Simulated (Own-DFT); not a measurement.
Simulation results for InAs (zincblende, strongly disordered by large displacements)

Computed with Own-DFT development build. A calculation, not a measurement: plane-wave PBE density functional theory by an unreviewed code, no spin, of a simulated periodic cell, stress positive in tension, free energy of the whole cell less one offset for each atom, forces on such cells passed a denser k mesh, this cell's mesh not checked; broken bonds can close the gap or carry spin, so checks made on this kind of crystal may not hold here; offsets are fitted by least squares, one for each functional and potential file, so energies compare only between cells with the same atoms and settings and are not formation energies; the far tail of each file's local potential was reset to the Coulomb form; each entry is a single point on an unrelaxed cell, so the pressure reflects the starting lattice, mostly measured values (interpolated for alloys), from which strain is counted, and rises with the displacements; printed positions are rounded, which can move forces by about a meV/angstrom; the program, named Own-DFT, is a retired in-house code; no spin-orbit coupling.

### InAs (zincblende, strongly disordered by large displacements)

```
CELL_PARAMETERS angstrom
12.11660 0.00000 0.00000
0.00000 12.11660 0.00000
0.00000 0.00000 12.11660
ATOMIC_POSITIONS crystal
In 0.99502 0.00937 0.97489
In 0.01273 0.22769 0.26612
In 0.26342 0.01606 0.26266
In 0.23374 0.27070 0.99309
As 0.12513 0.12199 0.08685
As 0.10997 0.40513 0.40246
As 0.36841 0.11379 0.39084
As 0.37043 0.34461 0.11072
In 0.98775 0.97875 0.50843
In 0.99633 0.22183 0.73180
In 0.24470 0.98695 0.73931
In 0.26209 0.26045 0.48030
As 0.12940 0.13688 0.60322
As 0.12886 0.34534 0.88295
As 0.36155 0.12759 0.87463
As 0.36161 0.38348 0.63759
In 0.02495 0.46632 0.00595
In 0.00885 0.78024 0.25265
In 0.27997 0.52824 0.25760
In 0.23696 0.73945 0.98684
As 0.13171 0.62846 0.14468
As 0.10314 0.86201 0.36722
As 0.36408 0.61880 0.37349
As 0.35133 0.88798 0.12234
In 0.99571 0.48644 0.51503
In 0.00548 0.72869 0.76132
In 0.26052 0.49100 0.76018
In 0.24326 0.74508 0.51299
As 0.12031 0.60533 0.60978
As 0.10685 0.86240 0.89996
As 0.40004 0.60330 0.88380
As 0.36694 0.86627 0.62910
In 0.48527 0.99527 0.98141
In 0.50924 0.24045 0.26264
In 0.75909 0.03070 0.24896
In 0.74867 0.29447 0.00060
As 0.64159 0.10439 0.12499
As 0.66894 0.36532 0.38171
As 0.84795 0.10564 0.37222
As 0.87784 0.34742 0.14379
In 0.48078 0.00222 0.47215
In 0.49757 0.25248 0.74163
In 0.73377 0.03004 0.74948
In 0.73824 0.27201 0.51523
As 0.63074 0.13031 0.63911
As 0.64047 0.35278 0.88605
As 0.87983 0.10808 0.89961
As 0.85700 0.36783 0.63631
In 0.48762 0.51336 0.99757
In 0.53574 0.77630 0.24254
In 0.77332 0.50805 0.27739
In 0.75118 0.75387 0.97420
As 0.63664 0.60111 0.14049
As 0.63122 0.87704 0.35625
As 0.86804 0.65503 0.36490
As 0.88588 0.86467 0.13688
In 0.50257 0.50319 0.48323
In 0.50726 0.74896 0.72839
In 0.72807 0.50009 0.74076
In 0.73750 0.76332 0.51854
As 0.62591 0.62216 0.64738
As 0.64532 0.87263 0.89454
As 0.90068 0.62892 0.86935
As 0.87895 0.88651 0.66698
```

- functional: PBE
- potential files: PseudoDojo norm-conserving, scalar-relativistic, standard set
- wave cutoff: 42 hartree
- occupations: Fermi-Dirac
- smearing width: 0.1 eV
- hardware: one NVIDIA H200
- k mesh: 3 x 3 x 3 centred on Gamma
- free energy of cell above offsets: 10.268 eV
- pressure: 11 GPa
- stress xx: -11.36 GPa
- stress yy: -9.4 GPa
- stress zz: -12.25 GPa
- stress yz: 0.88 GPa
- stress xz: -7.48 GPa
- stress xy: 3.15 GPa
- wall time: 1183 s

Force:
```tsv
element	x (eV/Å)	y (eV/Å)	z (eV/Å)
In	5.201	-6.171	5.783
In	0.138	-0.076	0.044
In	-3.268	-1.696	-2.689
In	5.853	-5.589	5.395
As	0.587	-0.22	3.369
As	4.675	-4.177	-5.666
As	-1.814	5.54	-2.121
As	2.283	2.366	2.694
In	-0.142	0.937	-0.346
In	-0.965	0.478	1.693
In	-1.376	1.281	1.537
In	-1.468	1.799	1.325
As	0.484	-1.824	-0.449
As	-6.031	4.759	-9.075
As	0.154	0.151	-1.056
As	2.718	-1.854	-3.096
In	-1.674	1.977	1.665
In	-3.694	-6.939	-5.532
In	-5.482	-6.805	-7.553
In	1.713	-1.138	1.585
As	-0.548	-0.711	-1.176
As	7.738	5.836	7.966
As	6.081	6.62	6.993
As	1.569	-1.353	-0.234
In	-6.027	1.945	2.316
In	3.434	3.263	-4.049
In	-2.54	1.623	1.764
In	-0.591	-0.137	-1.485
As	1.406	1.525	2.935
As	0.979	0.096	-2.953
As	-6.26	7.01	-7.593
As	1.142	0.365	-1.177
In	0.554	-0.11	1.284
In	0.663	-0.16	-1.1
In	-2.484	-6.961	-5.463
In	6.429	-5.449	7.066
As	-3.744	2.706	-3.449
As	-5.487	3.246	-4.919
As	6.797	5.33	8.94
As	1.097	1.9	0.725
In	5.387	-4.973	4.129
In	-0.766	-0.044	1.233
In	3.734	-3.713	4.245
In	1.942	-5.726	3.467
As	-3.766	2.094	-4.83
As	-8.096	4.92	-8.003
As	-7.79	7.468	-5.761
As	2.378	1.05	1.442
In	6.162	-6.693	8.014
In	-4.588	-4.261	-4.767
In	0.037	-1.262	-2.158
In	4.689	-5.091	4.429
As	-0.666	1.131	-1.243
As	2.932	3.894	5.257
As	1.215	0.713	2.466
As	-3.083	2.383	-3.28
In	0.549	-0.638	0.92
In	-1.181	1.651	3.125
In	3.363	-2.68	3.84
In	1.071	0.227	-0.107
As	-1.209	0.944	-4.904
As	-5.172	4.725	-4.463
As	-4.526	-4.848	3.978
As	-0.718	-0.656	-0.926
```
